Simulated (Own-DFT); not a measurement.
# Strain and stress in wurtzite GaN, 72 atoms (Ga36N36)

All numbers below are calculated, not measured. They come from Own-DFT, an in-house plane-wave density functional program, since retired, whose code no person has reviewed. Each row is one single-point run on a periodic cell that was not relaxed, without spin or spin-orbit coupling.

Settings of every run: PBE; PseudoDojo norm-conserving scalar-relativistic files (stringent for Ga); cutoff 96 hartree; 4 x 4 x 3 k mesh centred on Gamma; Gaussian smearing of 0.01 eV.

Known limits: forces not confirmed at this smearing and k mesh; stress not checked against mesh or cutoff.

Unstrained cell vectors in Å: (9.567, 0.000, 0.000); (-4.784, 8.285, 0.000); (0.000, 0.000, 10.370). The unstrained cell has measured lattice constants (interpolated for alloys), not those of this functional. That, the random moves and any unrelaxed bonds set the pressure at no strain. Each run strains this cell uniformly, with the atoms carried along. Every atom was also moved at random, by a Gaussian of width 0.05 Å on each axis. Strain is the symmetric tensor, in per cent. Stress is positive in tension, and the pressure is minus a third of its trace.

```
run  e_xx (%)  e_yy (%)  e_zz (%)  e_yz (%)  e_xz (%)  e_xy (%)  s_xx (GPa)  s_yy (GPa)  s_zz (GPa)  s_yz (GPa)  s_xz (GPa)  s_xy (GPa)  P (GPa)  E (meV/atom)
  1     -0.89     -0.38     -1.30     -0.36      1.54      0.64      -12.98       -9.22      -16.34       -0.91        3.61        2.34    12.85          41.8
  2     -0.25      1.63      1.00     -0.50     -1.15      1.00       -5.46       -0.52       -2.59       -1.52       -2.10        2.50     2.85          13.3
  3     -1.37     -0.26      1.48      0.19     -1.98      0.67      -12.39       -7.39       -3.67        0.67       -3.80        2.24     7.82          31.5
  4     -0.08     -1.39      0.53     -0.56     -0.30     -0.46       -8.57      -15.23       -4.22       -1.52       -0.51       -1.22     9.34          19.4
  5     -1.59     -1.96     -0.69      0.62      1.43     -0.74      -20.59      -17.82      -12.26        2.37        2.60       -2.74    16.89          63.3
  6      0.89     -0.36      1.33     -0.38      1.98      1.78       -2.76       -8.02       -0.89       -1.55        4.60        4.58     3.89          16.6
  7      1.29     -1.06      1.37      1.80      0.43     -1.62       -4.18      -11.75        0.10        4.94        0.70       -5.20     5.28          36.4
  8     -0.59      1.10      1.77      1.78     -1.30      0.48       -6.05       -2.22        0.11        3.93       -3.35        1.42     2.72           3.0
  9      1.26     -0.51      1.57     -1.24      1.07     -1.76       -3.46       -4.41       -0.34       -1.94        3.22       -5.34     2.74           7.0
 10      0.16     -1.91     -1.05     -1.56     -0.62     -1.21       -8.98      -16.37      -15.73       -3.52       -0.12       -2.05    13.70          58.5
 11     -0.45      1.16      1.79      0.74      1.35     -1.63       -7.15       -2.98        0.86        1.58        2.90       -6.87     3.09          20.3
 12      0.70      0.09      0.42      1.31      0.81     -1.31       -4.47       -6.14       -5.17        3.30        1.15       -5.49     5.26          18.9
 13     -1.04     -0.05     -0.48      1.91      1.43     -1.48      -11.17      -10.67       -9.41        4.75        3.38       -3.23    10.42          28.5
 14      0.79      1.89      1.85     -0.37     -0.50      0.91       -0.16        1.45        2.18       -1.00       -0.83        2.44    -1.16           0.0
 15     -1.01     -0.37     -0.50      1.04     -1.83      1.40      -10.56      -12.58      -10.45        1.00       -4.02        4.11    11.20          34.6
 16      0.13     -0.74      0.75     -1.66      0.44     -0.57       -7.91       -9.92       -3.80       -3.32        0.35        0.38     7.21          26.6
 17      0.23      1.78      1.70     -0.82      0.88     -0.48           ?           ?           ?           ?           ?           ?        ?             ?
```

E is the free energy for each atom above the lowest run shown.

## Worked fit

Each stress component was fitted by least squares to a constant and the strains of the runs shown, as fractions, with shears doubled. Shear strains stay in the fit of a normal stress only where such slopes are resolved. The slopes, in GPa:

| stress | at no strain | per e_xx | per e_yy | per e_zz | scatter |
|---|---|---|---|---|---|
| s_xx | -7.2 | 421 ± 44 | 190 ± 38 | 26 ± 45 | 1.35 |
| s_yy | -8.0 | 91 ± 52 | 411 ± 45 | 83 ± 54 | 1.60 |
| s_zz | -8.0 | 70 ± 40 | 28 ± 35 | 491 ± 42 | 1.24 |

Each shear stress against twice its own strain: yz 112 ± 6, xz 104 ± 6, xy 144 ± 13 GPa. These are stiffnesses along x, y and z of the frame in which the cell vectors are given, which need not be the crystal's axes. The atoms are held to the strained lattice; where symmetry lets them move under strain, relaxing them would lower some slopes. The table should be nearly symmetric about its diagonal, and what it lacks of that shows the noise. A ninth of its sum, 201 ± 4 GPa, estimates the bulk modulus near the mean pressure of these runs, 7.1 GPa, so it lies above the value at zero pressure.

## Withheld run

Question: what normal stresses and pressure should run 17 give?

The fit gives s_xx = -2.4, s_yy = 1.0, s_zz = 1.0 and P = 0.1 GPa. The calculation gave -2.35, 1.97, 0.49 and P = -0.03 GPa.
